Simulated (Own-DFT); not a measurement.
Simulation results for Al$_{3}$GaN$_{4}$ (wurtzite random alloy, strained, atoms displaced)

All values are calculated (Own-DFT development build). A calculation, not a measurement: plane-wave PBE density functional theory by an unreviewed code, no spin, of a simulated periodic cell, stress positive in tension, free energy of the whole cell less one offset for each atom, forces on such cells passed a denser k mesh, this cell's mesh not checked; offsets are fitted by least squares, one for each functional and potential file, so energies compare only between cells with the same atoms and settings and are not formation energies; the far tail of each file's local potential was reset to the Coulomb form; each entry is a single point on an unrelaxed cell, so the pressure reflects the starting lattice, mostly measured values, from which strain is counted, and rises with the displacements; printed positions are rounded, which can move forces by about a meV/angstrom; the program is a retired in-house code; no spin-orbit coupling.

Settings shared by all entries: functional PBE; potential files PseudoDojo norm-conserving, scalar-relativistic, standard set; wave cutoff 42 hartree; occupations Fermi-Dirac; smearing width 0.1 eV; k mesh 4 x 4 x 3 centred on Gamma.

(1) 
```cif
# cell vector a (Å): 9.2998 0.0000 0.0000
# cell vector b (Å): -4.6499 8.0539 0.0000
# cell vector c (Å): 0.0000 0.0000 10.0655
data_Al3GaN4
_symmetry_space_group_name_H-M 'P 1'
_symmetry_Int_Tables_number 1
_cell_length_a 9.2998
_cell_length_b 9.2998
_cell_length_c 10.0655
_cell_angle_alpha 90.000
_cell_angle_beta 90.000
_cell_angle_gamma 120.000
_cell_volume 753.90
loop_
_atom_site_label
_atom_site_type_symbol
_atom_site_fract_x
_atom_site_fract_y
_atom_site_fract_z
_atom_site_occupancy
Ga1 Ga 0.11361 0.22082 0.99874 1
Al1 Al 0.22156 0.11673 0.25347 1
N1 N 0.10919 0.21333 0.19479 1
N2 N 0.22045 0.11262 0.44270 1
Al2 Al 0.11597 0.22344 0.49995 1
Ga2 Ga 0.22072 0.10735 0.74610 1
N3 N 0.10832 0.22496 0.68935 1
N4 N 0.22290 0.11716 0.93661 1
Al3 Al 0.11277 0.54541 0.00373 1
Al4 Al 0.22826 0.45017 0.24673 1
N5 N 0.10803 0.55086 0.18938 1
N6 N 0.21993 0.45359 0.43615 1
Al5 Al 0.10724 0.54994 0.50215 1
Al6 Al 0.22371 0.44624 0.74434 1
N7 N 0.11580 0.55220 0.68578 1
N8 N 0.21555 0.44371 0.93981 1
Al7 Al 0.10243 0.88355 0.99881 1
Ga3 Ga 0.22964 0.77709 0.24811 1
N9 N 0.11013 0.87698 0.19391 1
N10 N 0.22377 0.77613 0.44216 1
Al8 Al 0.11577 0.88809 0.49441 1
Al9 Al 0.23256 0.78105 0.74956 1
N11 N 0.11412 0.89339 0.69501 1
N12 N 0.22351 0.76954 0.94331 1
Al10 Al 0.44119 0.21375 0.00192 1
Ga4 Ga 0.54697 0.11286 0.24944 1
N13 N 0.44796 0.22192 0.18802 1
N14 N 0.55255 0.11498 0.43822 1
Al11 Al 0.45339 0.22343 0.50344 1
Al12 Al 0.54291 0.10977 0.75151 1
N15 N 0.43889 0.22727 0.68556 1
N16 N 0.55306 0.11069 0.93478 1
Al13 Al 0.44747 0.56159 0.00850 1
Al14 Al 0.55111 0.44962 0.24050 1
N17 N 0.44309 0.55057 0.18905 1
N18 N 0.56124 0.45111 0.43972 1
Al15 Al 0.43943 0.54898 0.50360 1
Al16 Al 0.55804 0.44503 0.75756 1
N19 N 0.43115 0.55102 0.68034 1
N20 N 0.56245 0.44524 0.92474 1
Al17 Al 0.44305 0.88461 0.99894 1
Al18 Al 0.55645 0.78309 0.24985 1
N21 N 0.44813 0.88650 0.19013 1
N22 N 0.56027 0.79167 0.44909 1
Al19 Al 0.44827 0.88653 0.50144 1
Al20 Al 0.56104 0.78494 0.74586 1
N23 N 0.44020 0.88658 0.68847 1
N24 N 0.55561 0.77590 0.94533 1
Al21 Al 0.76616 0.21864 0.99544 1
Al22 Al 0.88605 0.10533 0.25037 1
N25 N 0.77854 0.21596 0.18553 1
N26 N 0.89105 0.11181 0.45028 1
Ga5 Ga 0.78474 0.23414 0.50922 1
Al23 Al 0.89571 0.10928 0.75246 1
N27 N 0.79382 0.22759 0.69429 1
N28 N 0.89280 0.10913 0.93921 1
Al24 Al 0.76714 0.55258 0.98876 1
Ga6 Ga 0.88123 0.43780 0.24282 1
N29 N 0.78429 0.57134 0.19061 1
N30 N 0.88883 0.44993 0.43914 1
Ga7 Ga 0.77278 0.55161 0.50264 1
Al25 Al 0.89499 0.44767 0.74633 1
N31 N 0.77154 0.55756 0.68584 1
N32 N 0.88286 0.43855 0.94058 1
Ga8 Ga 0.77941 0.88642 0.00590 1
Al26 Al 0.90003 0.78281 0.25032 1
N33 N 0.77762 0.89239 0.18925 1
N34 N 0.88198 0.76538 0.44732 1
Al27 Al 0.77925 0.88394 0.50624 1
Ga9 Ga 0.88150 0.77503 0.75164 1
N35 N 0.77757 0.89548 0.68243 1
N36 N 0.88925 0.77807 0.94565 1
_calc_free_energy_of_cell_above_offsets '-16.090'  # eV
_calc_pressure 11.25  # GPa
_calc_stress_xx -13.66  # GPa
_calc_stress_yy -10.56  # GPa
_calc_stress_zz -9.51  # GPa
_calc_stress_yz -0.41  # GPa
_calc_stress_xz 0.46  # GPa
_calc_stress_xy 0.58  # GPa
```

Force:
```csv
element,x (eV/Å),y (eV/Å),z (eV/Å)
Ga,-0.993,0.498,0.902
Al,1.303,-1.559,0.24
N,-0.697,1.593,-0.118
N,1.322,-0.053,-0.561
Al,-1.291,0.536,0.167
Ga,-1.132,1.634,0.5
N,0.676,0.265,-0.428
N,2.107,-1.959,1.036
Al,-2.482,0.961,-0.23
Al,-1.484,-1.595,0.952
N,1.253,-0.27,-0.582
N,1.707,-1.392,-0.294
Al,-0.439,1.246,-0.744
Al,-0.433,-1.006,1.314
N,-1.371,1.233,0.68
N,2.621,0.665,-0.709
Al,2.102,0.628,0.478
Ga,-0.589,-1.084,1.01
N,-0.573,3.095,-1.312
N,0.349,0.024,0.501
Al,-0.928,-0.332,1.042
Al,-2.108,-1.484,0.552
N,0.788,-2.76,-1.505
N,-0.881,0.646,-0.582
Al,-0.582,0.913,-0.889
Ga,2.883,-0.735,0.885
N,-2.912,1.552,-1.043
N,0.798,-1.02,1.137
Al,-1.926,0.854,-0.943
Al,1.609,0.612,-1.139
N,2.3,0.369,0.566
N,-0.628,-1.106,0.612
Al,-0.403,-1.341,-2.523
Al,3.06,-0.469,2.254
N,-0.932,1.743,-0.046
N,-2.508,-2.019,-1.499
Al,0.005,1.175,-1.792
Al,-1.495,-0.024,-4.952
N,2.412,1.362,2.509
N,-2.374,-0.907,5.156
Al,-0.143,0.332,0.249
Al,1.208,-0.414,1.478
N,0.255,0.427,-1.417
N,1.593,-2.553,-1.958
Al,-1.982,1.295,-0.075
Al,-0.498,-1.308,0.306
N,1.212,1.445,0.322
N,-0.491,-0.114,-1.566
Al,2.27,0.147,0.237
Al,-0.116,1.093,1.388
N,-0.523,-0.605,-0.603
N,0.531,-0.573,-1.861
Ga,0.177,-1.603,-1.247
Al,-0.724,0.439,-0.164
N,-2.394,-0.74,1.353
N,-1.825,0.067,-0.431
Al,2.746,0.697,2.093
Ga,-0.168,0.834,0.836
N,-1.413,-2.189,-1.71
N,1.163,-0.123,-0.282
Ga,0.615,-0.135,-0.573
Al,-0.382,0.12,0.963
N,1.072,-1.452,2.352
N,0.1,0.993,-0.461
Ga,-0.553,0.952,-0.735
Al,-1.868,-0.443,1.39
N,0.619,-1.14,2.019
N,0.649,3.747,-1.711
Al,-0.038,0.951,-2.08
Ga,0.747,1.033,-0.19
N,-0.126,-0.52,2.464
N,0.156,-1.147,-0.987
```

(2) 
```cif
# cell vector a (Å): 9.2998 0.0000 0.0000
# cell vector b (Å): -4.6499 8.0539 0.0000
# cell vector c (Å): 0.0000 0.0000 10.0655
data_Al3GaN4
_symmetry_space_group_name_H-M 'P 1'
_symmetry_Int_Tables_number 1
_cell_length_a 9.2998
_cell_length_b 9.2998
_cell_length_c 10.0655
_cell_angle_alpha 90.000
_cell_angle_beta 90.000
_cell_angle_gamma 120.000
_cell_volume 753.90
loop_
_atom_site_label
_atom_site_type_symbol
_atom_site_fract_x
_atom_site_fract_y
_atom_site_fract_z
_atom_site_occupancy
Al1 Al 0.11649 0.21585 0.00658 1
Al2 Al 0.21393 0.10155 0.25120 1
N1 N 0.12183 0.22902 0.18102 1
N2 N 0.23384 0.11828 0.43414 1
Al3 Al 0.11620 0.22378 0.50038 1
Al4 Al 0.21322 0.10939 0.74186 1
N3 N 0.09756 0.21190 0.68808 1
N4 N 0.22350 0.11730 0.93380 1
Ga1 Ga 0.09801 0.54608 0.99215 1
Al5 Al 0.22453 0.44565 0.25356 1
N5 N 0.11352 0.55070 0.19683 1
N6 N 0.21889 0.44162 0.44237 1
Al6 Al 0.12501 0.56391 0.49908 1
Al7 Al 0.21318 0.44089 0.73861 1
N7 N 0.10792 0.55044 0.69840 1
N8 N 0.22689 0.45717 0.94516 1
Al8 Al 0.10905 0.89101 0.00236 1
Al9 Al 0.23047 0.77515 0.25034 1
N9 N 0.10271 0.87765 0.19289 1
N10 N 0.22126 0.77503 0.43783 1
Al10 Al 0.10948 0.89122 0.50386 1
Al11 Al 0.21430 0.76893 0.74657 1
N11 N 0.11446 0.88799 0.69636 1
N12 N 0.23005 0.78939 0.93788 1
Al12 Al 0.43632 0.20760 0.00075 1
Al13 Al 0.55531 0.11773 0.25260 1
N13 N 0.44630 0.22452 0.18433 1
N14 N 0.55794 0.10854 0.43942 1
Ga2 Ga 0.43729 0.21002 0.48943 1
Al14 Al 0.55642 0.10929 0.75548 1
N15 N 0.44661 0.22532 0.68730 1
N16 N 0.55010 0.10753 0.93670 1
Al15 Al 0.44543 0.56804 0.01114 1
Al16 Al 0.55169 0.43795 0.24809 1
N17 N 0.44214 0.55748 0.19698 1
N18 N 0.56081 0.44612 0.44452 1
Al17 Al 0.44450 0.55295 0.50726 1
Al18 Al 0.56672 0.44344 0.75106 1
N19 N 0.44674 0.54742 0.69104 1
N20 N 0.56153 0.44505 0.93718 1
Al19 Al 0.44181 0.88646 0.00872 1
Ga3 Ga 0.56128 0.77864 0.24679 1
N21 N 0.44355 0.88927 0.19439 1
N22 N 0.56334 0.78040 0.43013 1
Ga4 Ga 0.44920 0.89404 0.51042 1
Ga5 Ga 0.55894 0.78006 0.74948 1
N23 N 0.44421 0.89292 0.68933 1
N24 N 0.56079 0.77632 0.94513 1
Al20 Al 0.78163 0.22655 0.00166 1
Al21 Al 0.89039 0.11176 0.24949 1
N25 N 0.78795 0.22947 0.18914 1
N26 N 0.90353 0.10749 0.44294 1
Ga6 Ga 0.77707 0.22380 0.49950 1
Al22 Al 0.88391 0.11110 0.75060 1
N27 N 0.77746 0.22017 0.69029 1
N28 N 0.87402 0.10785 0.93558 1
Al23 Al 0.77333 0.54207 0.99912 1
Al24 Al 0.89335 0.44454 0.25113 1
N29 N 0.76965 0.54951 0.18865 1
N30 N 0.88627 0.45233 0.44555 1
Al25 Al 0.76748 0.54803 0.49813 1
Ga7 Ga 0.89090 0.44996 0.75808 1
N31 N 0.78003 0.55501 0.68866 1
N32 N 0.89402 0.44464 0.93585 1
Al26 Al 0.76729 0.88433 0.01284 1
Al27 Al 0.88153 0.78844 0.24672 1
N33 N 0.77313 0.88994 0.20129 1
N34 N 0.88623 0.77418 0.44339 1
Ga8 Ga 0.77097 0.88879 0.50187 1
Ga9 Ga 0.88363 0.77325 0.74986 1
N35 N 0.77215 0.88568 0.68869 1
N36 N 0.89076 0.77952 0.94847 1
_calc_free_energy_of_cell_above_offsets '-15.579'  # eV
_calc_pressure 11.19  # GPa
_calc_stress_xx -14.33  # GPa
_calc_stress_yy -10.2  # GPa
_calc_stress_zz -9.03  # GPa
_calc_stress_yz -0.59  # GPa
_calc_stress_xz -1.02  # GPa
_calc_stress_xy -1.56  # GPa
```

Force:
```csv
element,x (eV/Å),y (eV/Å),z (eV/Å)
Al,-1.869,1.716,-2.959
Al,0.66,0.604,-1.078
N,-0.65,-1.39,3.048
N,-4.064,-2.616,-0.265
Al,0.09,-0.292,0.208
Al,1.776,0.757,1.334
N,0.769,1.211,-0.397
N,0.068,-1.349,0.295
Ga,3.016,3.281,2.483
Al,-0.076,-0.339,-0.292
N,-0.605,0.656,-0.353
N,1.006,0.372,0.201
Al,-2.407,-1.363,0.46
Al,2.498,-0.56,2.499
N,0.614,1.357,-2.459
N,1.572,-2.358,-1.475
Al,0.703,-0.099,-0.513
Al,-1.88,-0.62,0.27
N,0.416,1.232,-0.233
N,-0.3,1.217,0.569
Al,0.074,-0.965,-0.656
Al,1.045,1.616,1.427
N,-0.351,0.197,-1.735
N,-0.784,-0.843,0.085
Al,-0.078,2.205,-1.165
Al,1.091,-0.632,-0.664
N,-0.625,-1.424,1.051
N,0.11,0.078,-1.683
Ga,2.528,3.07,2.889
Al,-0.822,0.708,-1.09
N,-0.169,-1.159,0.468
N,1.167,0.058,1.603
Al,0.747,-2.491,-1.467
Al,-0.095,1.233,0.706
N,0.804,-1.427,-0.746
N,-2.286,-0.87,-1.857
Al,0.63,0.48,-1.368
Al,-1.705,-0.626,0.211
N,-1.137,0.094,-0.119
N,-1.166,-0.784,0.767
Al,0.354,0.281,-1.328
Ga,-2.586,-0.701,1.184
N,0.036,1.414,-0.803
N,-2.15,-1.733,2.514
Ga,0.259,-1.353,-2.643
Ga,-1.08,-1.341,1.108
N,-0.532,-0.74,2.129
N,-1.642,0.737,0.476
Al,-0.836,-0.938,-0.332
Al,0.509,1.042,0.709
N,-0.89,-1.159,0.213
N,-1.524,1.25,-1.861
Ga,1.407,0.646,0.365
Al,-0.125,-0.89,0.135
N,-0.606,-0.214,0.638
N,2.044,-0.265,1.462
Al,-0.577,1.894,0.826
Al,-0.982,1.238,0.979
N,0.846,0.717,0.074
N,2.082,-0.297,-1.181
Al,1.578,1.982,0.739
Ga,-0.562,-1.559,-2.829
N,-0.493,-0.304,-0.666
N,-3.463,-1.854,1.903
Al,1.813,1.094,-1.676
Al,2.916,-3.217,1.664
N,1.42,2.515,-2.687
N,0.549,0.304,-0.79
Ga,1.794,-0.239,-0.108
Ga,0.086,0.839,1.016
N,0.884,1.567,0.62
N,-0.85,-0.654,0.154
```

(3) 
```cif
# cell vector a (Å): 9.2998 0.0000 0.0000
# cell vector b (Å): -4.6499 8.0539 0.0000
# cell vector c (Å): 0.0000 0.0000 10.0655
data_Al3GaN4
_symmetry_space_group_name_H-M 'P 1'
_symmetry_Int_Tables_number 1
_cell_length_a 9.2998
_cell_length_b 9.2998
_cell_length_c 10.0655
_cell_angle_alpha 90.000
_cell_angle_beta 90.000
_cell_angle_gamma 120.000
_cell_volume 753.90
loop_
_atom_site_label
_atom_site_type_symbol
_atom_site_fract_x
_atom_site_fract_y
_atom_site_fract_z
_atom_site_occupancy
Al1 Al 0.11279 0.22305 0.99770 1
Ga1 Ga 0.22767 0.12464 0.25348 1
N1 N 0.10563 0.23024 0.19211 1
N2 N 0.22427 0.10929 0.43525 1
Al2 Al 0.11078 0.21166 0.50682 1
Ga2 Ga 0.22127 0.10627 0.75421 1
N3 N 0.11453 0.22368 0.68947 1
N4 N 0.22883 0.11001 0.94338 1
Al3 Al 0.10535 0.55985 0.99809 1
Ga3 Ga 0.22632 0.44131 0.24881 1
N5 N 0.11365 0.55721 0.19118 1
N6 N 0.21999 0.45176 0.44279 1
Al4 Al 0.10255 0.53770 0.49356 1
Al5 Al 0.23275 0.45728 0.74548 1
N7 N 0.11293 0.55638 0.69125 1
N8 N 0.21000 0.44037 0.94160 1
Ga4 Ga 0.11012 0.88620 0.99646 1
Ga5 Ga 0.22152 0.78439 0.25205 1
N9 N 0.11336 0.89053 0.18450 1
N10 N 0.21583 0.78044 0.44843 1
Al6 Al 0.11472 0.89984 0.49979 1
Al7 Al 0.20892 0.76732 0.75622 1
N11 N 0.11698 0.88872 0.69062 1
N12 N 0.22673 0.78420 0.93593 1
Al8 Al 0.44431 0.22618 0.99490 1
Ga6 Ga 0.55857 0.10741 0.24628 1
N13 N 0.45953 0.23089 0.18569 1
N14 N 0.55476 0.11152 0.43598 1
Al9 Al 0.45459 0.22911 0.49666 1
Al10 Al 0.55615 0.10858 0.75300 1
N15 N 0.43632 0.22158 0.68668 1
N16 N 0.54980 0.10469 0.93739 1
Ga7 Ga 0.44986 0.56051 0.00479 1
Al11 Al 0.55199 0.43240 0.25758 1
N17 N 0.44119 0.55143 0.19435 1
N18 N 0.55014 0.44568 0.44238 1
Al12 Al 0.44545 0.55900 0.50329 1
Al13 Al 0.56446 0.44470 0.74555 1
N19 N 0.44131 0.55014 0.69416 1
N20 N 0.55146 0.44994 0.94213 1
Al14 Al 0.43999 0.88968 0.00234 1
Al15 Al 0.55070 0.77367 0.25438 1
N21 N 0.44521 0.89216 0.18725 1
N22 N 0.55264 0.77225 0.43924 1
Al16 Al 0.45035 0.88396 0.49816 1
Al17 Al 0.55133 0.77601 0.75134 1
N23 N 0.44248 0.88855 0.69422 1
N24 N 0.53885 0.76697 0.93805 1
Ga8 Ga 0.77892 0.21064 0.00125 1
Al18 Al 0.90007 0.12526 0.23846 1
N25 N 0.76750 0.22107 0.18593 1
N26 N 0.87930 0.10263 0.43661 1
Al19 Al 0.76968 0.21293 0.50148 1
Ga9 Ga 0.88992 0.10795 0.74485 1
N27 N 0.77687 0.22249 0.68987 1
N28 N 0.89408 0.11606 0.93964 1
Al20 Al 0.77695 0.54914 0.99688 1
Al21 Al 0.87985 0.43658 0.24749 1
N29 N 0.78501 0.55578 0.19551 1
N30 N 0.88729 0.44298 0.44623 1
Al22 Al 0.77797 0.55445 0.49240 1
Al23 Al 0.88598 0.45609 0.74176 1
N31 N 0.76993 0.54870 0.69721 1
N32 N 0.89023 0.43191 0.94456 1
Al24 Al 0.77177 0.87825 0.99414 1
Al25 Al 0.89396 0.78203 0.25166 1
N33 N 0.77321 0.90176 0.18968 1
N34 N 0.89263 0.78644 0.45355 1
Al26 Al 0.78319 0.87724 0.50417 1
Al27 Al 0.88400 0.77001 0.75425 1
N35 N 0.77764 0.88165 0.68106 1
N36 N 0.88150 0.76882 0.93974 1
_calc_free_energy_of_cell_above_offsets '-15.584'  # eV
_calc_pressure 11.08  # GPa
_calc_stress_xx -13.56  # GPa
_calc_stress_yy -12.24  # GPa
_calc_stress_zz -7.43  # GPa
_calc_stress_yz -0.34  # GPa
_calc_stress_xz 1.51  # GPa
_calc_stress_xy 0.66  # GPa
```

Force:
```csv
element,x (eV/Å),y (eV/Å),z (eV/Å)
Al,0.209,0.342,0.039
Ga,0.511,-1.099,-1.96
N,2.345,-1.237,-2.334
N,0.082,1.491,1.798
Al,-1.396,1.184,-1.354
Ga,-0.36,0.567,-0.087
N,0.087,0.782,-0.114
N,-1.672,0.95,0.423
Al,1.58,-0.517,0.81
Ga,-1.85,1.862,1.134
N,-1.363,-0.54,-0.563
N,3.007,-2.461,0.194
Al,-1.422,3.582,1.661
Al,-1.655,-2.403,1.788
N,-0.962,-0.62,-0.78
N,0.908,0.751,-0.75
Ga,-0.362,0.28,0.499
Ga,0.687,-1.088,1.055
N,-1.794,0.865,1.022
N,1.234,-0.665,-0.417
Al,1.195,-1.628,1.115
Al,1.728,1.621,-1.831
N,-1.797,-1.505,-0.06
N,-0.037,-1.743,0.683
Al,1.278,0.103,0.682
Ga,-1.274,-0.206,0.974
N,-1.759,-0.869,-0.566
N,0.024,-0.447,1.153
Al,-0.919,-1.648,1.024
Al,-0.651,0.047,-0.78
N,2.63,0.846,-0.299
N,-0.381,0.695,0.287
Ga,-2.154,-1.913,0.347
Al,0.012,2.792,-1.105
N,2.545,0.96,0.496
N,1.042,0.374,-0.049
Al,-0.999,-0.74,0.276
Al,-3.64,-1.6,1.513
N,1.836,1.434,-1.208
N,2.676,-1.356,-1.409
Al,0.553,-0.219,-0.482
Al,0.239,0.698,-0.793
N,0.724,-1.859,-0.208
N,1.005,0.333,0.274
Al,-2.277,0.538,1.067
Al,0.028,0.02,-0.471
N,0.226,-0.486,-0.803
N,1.225,3.361,-0.467
Ga,-2.003,0.608,-0.577
Al,-3.098,-2.387,2.467
N,3.171,1.185,0.796
N,1.194,0.575,0.231
Al,0.87,0.406,-0.066
Ga,-0.366,0.476,0.43
N,-0.904,0.624,-0.317
N,1.845,-3.135,-0.331
Al,0.081,-0.823,1.087
Al,1.761,0.963,0.567
N,-1.878,0.63,-0.322
N,-0.956,-1.217,-1.197
Al,-0.081,0.574,0.932
Al,3.328,-2.934,1.589
N,0.67,2.312,-2.372
N,-2.156,2.444,-1.706
Al,-1.072,1.315,1.102
Al,-0.924,0.273,-0.073
N,1.497,-1.783,-0.661
N,2.547,-2.677,-2.847
Al,-4.118,2.621,-1.27
Al,0.371,1.152,-1.178
N,-0.491,-0.828,2.685
N,-0.175,-0.002,-0.392
```
